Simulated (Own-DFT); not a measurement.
# Point defects and the pressure they add: grey tin

No measurement is shown. These are fixed-geometry runs of a retired plane-wave code named Own-DFT, which no person has reviewed; spin and spin-orbit coupling are neglected.

All runs used: PBE; PseudoDojo norm-conserving scalar-relativistic files; cutoff 42 hartree; 3 x 3 x 3 k mesh centred on Gamma; cold (Marzari-Vanderbilt) smearing of 0.2 eV.

Keep in mind (not all hold for every row): not probed for a lower state with spin; forces on such cells moved up to 12 meV/angstrom on a denser k mesh; stress not checked against mesh or cutoff.

All runs share one cell, with vectors in Å (12.978, 0.000, 0.000); (0.000, 12.978, 0.000); (0.000, 0.000, 12.978) and a volume of 2185.9 Å³. Atoms were moved at random from their sites; u is the rms move along one axis. The defect's site can differ from row to row.

| cell | formula | u (Å) | P (GPa) |
|---|---|---|---|
| no defect | Sn64 | 0.0182 | 3.37 |
| no defect | Sn64 | 0.0195 | 3.38 |
| no defect | Sn64 | 0.0489 | 3.61 |
| one Sn vacancy | Sn63 | 0.0305 | 3.24 |
| one Sn vacancy | Sn63 | 0.0322 | 3.20 |
| one Sn vacancy | Sn63 | 0.0491 | ? |
| one Sn vacancy | Sn63 | 0.0510 | 3.49 |
| two Sn vacancies | Sn62 | 0.0305 | 3.17 |
| two Sn vacancies | Sn62 | 0.0454 | 3.33 |
| two Sn vacancies | Sn62 | 0.0544 | 3.33 |

## Worked fit

P = P0 + c u² + a shift for each defect gives P0 = 3.33 GPa, c = 119 ± 18 GPa/Å² and a scatter of 0.05 GPa. The shifts, and each times the cell's volume:

- one Sn vacancy: -0.20 ± 0.04 GPa, -2.7 eV
- two Sn vacancies: -0.29 ± 0.04 GPa, -4.0 eV (-2.0 eV for each of its 2 sites)

Against the defect-free cell, a freed cell would be larger where the shift is positive and smaller where it is negative (160.2 GPa Å³ is 1 eV). The atoms around the defects weren't relaxed, which would change these numbers.

## Withheld run

Q: what pressure belongs in the blank (one Sn vacancy, u = 0.0491 Å)?

Estimate: 3.42 ± 0.06 GPa. The hidden result is 3.40 GPa.
